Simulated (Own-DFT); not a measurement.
TiO2 (rutile, atoms displaced) (calculated)

A calculation, not a measurement: plane-wave PBE density functional theory by an unreviewed code, no spin, of a simulated periodic cell, stress positive in tension, free energy of the whole cell less one offset for each atom, oxygen file: force components 24 meV/angstrom off all-electron in one glass; forces on such cells passed a denser k mesh, this cell's mesh not checked; offsets are fitted by least squares, one for each functional and potential file, so energies compare only between cells with the same atoms and settings and are not formation energies; the far tail of each file's local potential was reset to the Coulomb form; each entry is a single point on an unrelaxed cell, so the pressure reflects the starting lattice, mostly measured values (interpolated for alloys), from which strain is counted, and rises with the displacements; printed positions are rounded, which can move forces by about a meV/angstrom; the program, named Own-DFT, is a retired in-house code; no spin-orbit coupling; before rounding, a Quantum ESPRESSO 7.3.1 run of the same cell and cutoff gave forces within 1 meV/angstrom rms on each cell, which checks the program and not the settings. Program: Own-DFT development build.

TiO2 (rutile, atoms displaced)

```xyz
72
Lattice="9.1874 0.0000 0.0000 0.0000 9.1874 0.0000 0.0000 0.0000 8.8761" Properties=species:S:1:pos:R:3 TiO2
Ti     9.1777     9.1698     8.8699
Ti     2.3291     2.2620     1.5012
O      1.3707     1.4040     8.8620
O      3.2058     3.2005     0.0309
O      3.6850     0.9353     1.4971
O      0.8840     3.7114     1.4490
Ti     0.0145     0.0100     2.9665
Ti     2.2847     2.3247     4.4790
O      1.4340     1.3605     2.9936
O      3.1955     3.1443     2.9125
O      3.6859     0.8654     4.4340
O      0.9181     3.7305     4.4433
Ti     0.0184     9.1657     5.9238
Ti     2.2474     2.3150     7.3666
O      1.3822     1.3987     5.9401
O      3.1761     3.1980     5.9298
O      3.6898     0.9150     7.4348
O      0.8782     3.7317     7.4000
Ti     9.1670     4.5826     8.8339
Ti     2.2848     6.8733     1.4664
O      1.3977     6.0072     8.8636
O      3.1693     7.7909     0.0020
O      3.6831     5.4594     1.4602
O      0.9163     8.2558     1.4836
Ti     9.1763     4.5948     2.9557
Ti     2.2930     6.9189     4.4572
O      1.4020     5.9842     2.9636
O      3.1834     7.7759     2.9927
O      3.7019     5.4696     4.4575
O      0.8915     8.2948     4.4282
Ti     0.0133     4.6006     5.9117
Ti     2.2982     6.8760     7.4030
O      1.3998     6.0121     5.9113
O      3.1744     7.7503     5.9217
O      3.7090     5.4931     7.3780
O      0.9052     8.2667     7.4026
Ti     4.6038     9.1735     8.8595
Ti     6.8933     2.3004     1.4855
O      6.0079     1.4438     8.8352
O      7.7939     3.1545     8.8461
O      8.3271     0.9251     1.4554
O      5.4575     3.7046     1.4660
Ti     4.5850     0.0100     2.9556
Ti     6.9135     2.2584     4.4358
O      5.9768     1.3779     3.0038
O      7.8101     3.2109     2.9318
O      8.2809     0.8956     4.4430
O      5.4743     3.6779     4.4077
Ti     4.5820     0.0128     5.9106
Ti     6.9077     2.2930     7.3985
O      5.9621     1.3794     5.8860
O      7.7740     3.2112     5.9597
O      8.2672     0.8980     7.3693
O      5.5126     3.7053     7.4302
Ti     4.5643     4.6047     8.8693
Ti     6.9126     6.8975     1.4806
O      6.0054     6.0021     0.0178
O      7.7624     7.8064     0.0157
O      8.2626     5.5270     1.4612
O      5.4705     8.3155     1.4841
Ti     4.5936     4.6289     2.9682
Ti     6.8851     6.8804     4.4289
O      5.9967     6.0137     2.9824
O      7.7927     7.7817     2.9756
O      8.2957     5.5075     4.4274
O      5.5125     8.2783     4.4315
Ti     4.5928     4.5908     5.9247
Ti     6.8913     6.8700     7.3868
O      5.9868     6.0237     5.9093
O      7.7748     7.7728     5.9019
O      8.2875     5.5079     7.4376
O      5.5161     8.2862     7.3889
```

- functional: PBE
- potential files: PseudoDojo norm-conserving, scalar-relativistic, standard set
- wave cutoff: 72 hartree
- occupations: Fermi-Dirac
- smearing width: 0.1 eV
- k mesh: 3 x 3 x 3 centred on Gamma
- free energy of cell above offsets: -19.521 eV
- pressure: 4.91 GPa
- stress xx: -5.13 GPa
- stress yy: -5.2 GPa
- stress zz: -4.42 GPa
- stress yz: -0.01 GPa
- stress xz: -0.04 GPa
- stress xy: 0.12 GPa

Force:
```csv
element,x (eV/Å),y (eV/Å),z (eV/Å)
Ti,0.168,0.232,0.194
Ti,-0.396,0.481,-0.531
O,0.063,-0.04,-0.31
O,-0.408,-0.168,-0.586
O,0.444,-0.693,-0.323
O,-0.148,0.052,0.31
Ti,-0.018,-0.148,-0.475
Ti,0.366,-0.193,-1.295
O,-0.468,0.082,0.159
O,0.05,0.558,0.988
O,-0.331,0.394,0.408
O,0.009,-0.374,0.174
Ti,-0.638,-0.436,0.262
Ti,0.533,-0.373,1.754
O,0.07,0.101,-0.292
O,0.076,-0.031,-0.053
O,-0.014,-0.167,-0.436
O,0.446,-0.391,-0.354
Ti,0.112,0.006,1.467
Ti,-0.054,-0.088,0.508
O,-0.124,-0.312,0.03
O,0.481,0.207,-0.049
O,-0.23,0.567,0.364
O,-0.492,0.499,-0.032
Ti,0.348,0.355,-0.93
Ti,0.144,-0.278,-0.675
O,-0.063,-0.068,-0.016
O,0.215,0.105,-0.34
O,-0.243,0.135,-0.048
O,0.004,0.018,0.226
Ti,-0.499,0.399,-0.383
Ti,0.034,0.007,0.127
O,-0.5,-0.537,0.209
O,0.522,0.652,0.053
O,-0.234,0.101,-0.085
O,-0.336,0.35,-0.244
Ti,0.064,0.076,-0.024
Ti,-0.387,0.172,-0.386
O,-0.532,-0.76,0.782
O,0.283,0.503,0.502
O,-0.26,-0.142,0.368
O,0.745,-0.41,0.3
Ti,-0.018,-0.468,0.082
Ti,-0.451,0.352,0.312
O,0.541,0.466,-0.483
O,-0.416,-0.416,0.223
O,0.218,0.039,0.004
O,0.146,0.059,0.291
Ti,0.271,-0.064,-0.088
Ti,-0.416,0.062,-0.059
O,0.239,0.282,-0.022
O,0.335,0.186,-0.769
O,0.49,-0.528,-0.003
O,-0.285,0.145,-0.586
Ti,0.319,-0.483,0.251
Ti,-0.064,-0.098,-0.112
O,-0.227,0.021,-0.161
O,0.302,0.265,-0.173
O,0.339,-0.394,0.173
O,0.069,-0.065,-0.102
Ti,0.16,-0.346,-0.171
Ti,-0.006,0.4,0.064
O,-0.467,-0.438,-0.391
O,0.254,0.424,-0.223
O,0.159,-0.382,0.294
O,-0.521,0.342,0.192
Ti,0.692,-0.071,-0.135
Ti,-0.25,0.145,0.133
O,-0.273,-0.616,0.262
O,0.593,0.394,0.334
O,-0.024,0.026,-0.653
O,-0.512,0.319,0.197
```
